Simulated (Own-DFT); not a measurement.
# Which defects push the lattice out? zincblende GaAs

Source: density functional calculations with Own-DFT, an unreviewed in-house program that is no longer used. Nothing was measured or relaxed, and spin and spin-orbit coupling are left out.

Settings: PBE; PseudoDojo norm-conserving scalar-relativistic files; cutoff 42 hartree; 3 x 3 x 3 k mesh centred on Gamma; Fermi-Dirac smearing of 0.1 eV.

Limits (not all hold for every row): not probed for a lower state with spin; forces not confirmed at this smearing and k mesh; stress not checked against mesh or cutoff.

All runs share one cell, with vectors in Å (11.737, 0.000, 0.000); (0.000, 11.737, 0.000); (0.000, 0.000, 10.919) and a volume of 1504.3 Å³, strained against the parent crystal. u is the rms random offset of the atoms per axis. The defect's site can differ from row to row.

| cell | formula | u (Å) | P (GPa) |
|---|---|---|---|
| no defect | As32Ga32 | 0.0307 | 0.76 |
| no defect | As32Ga32 | 0.0476 | 0.92 |
| no defect | As32Ga32 | 0.0515 | 1.15 |
| one In on a Ga site | As32Ga31In | 0.0290 | 1.33 |
| one In on a Ga site | As32Ga31In | 0.0488 | 1.59 |
| one In on a Ga site | As32Ga31In | 0.0504 | 1.73 |
| one Al on a Ga site | AlAs32Ga31 | 0.0290 | 0.72 |
| one Al on a Ga site | AlAs32Ga31 | 0.0309 | 0.74 |
| one Al on a Ga site | AlAs32Ga31 | 0.0489 | 0.95 |
| one Al on a Ga site | AlAs32Ga31 | 0.0546 | ? |
| one P on an As site | As31Ga32P | 0.0305 | 0.55 |
| one P on an As site | As31Ga32P | 0.0495 | 0.86 |
| one P on an As site | As31Ga32P | 0.0529 | 0.91 |
| one As vacancy and one Ga vacancy | As31Ga31 | 0.0287 | 0.35 |
| one As vacancy and one Ga vacancy | As31Ga31 | 0.0289 | 0.41 |
| one As vacancy and one Ga vacancy | As31Ga31 | 0.0524 | 0.81 |

## Fit

P = P0 + c u² + a shift for each defect gives P0 = 0.55 GPa, c = 200 ± 18 GPa/Å² and a scatter of 0.05 GPa. The shifts, and each times the cell's volume:

- one In on a Ga site: 0.61 ± 0.04 GPa, 5.8 eV
- one Al on a Ga site: -0.03 ± 0.05 GPa, -0.2 eV (not resolved)
- one P on an As site: -0.19 ± 0.04 GPa, -1.8 eV
- one As vacancy and one Ga vacancy: -0.32 ± 0.05 GPa, -3.0 eV

A positive shift means that the defect pushes the cell outwards. Shift times volume (160.2 GPa Å³ is 1 eV) depends little on the cell's size, so, taken for each site, it can be compared between cells at like pressure. The atoms around the defects weren't relaxed, which would change these numbers.

## The run left out

Q: what pressure belongs in the blank (one Al on a Ga site, u = 0.0546 Å)?

From the fit: 1.12 ± 0.07 GPa. The run itself gave 1.19 GPa.
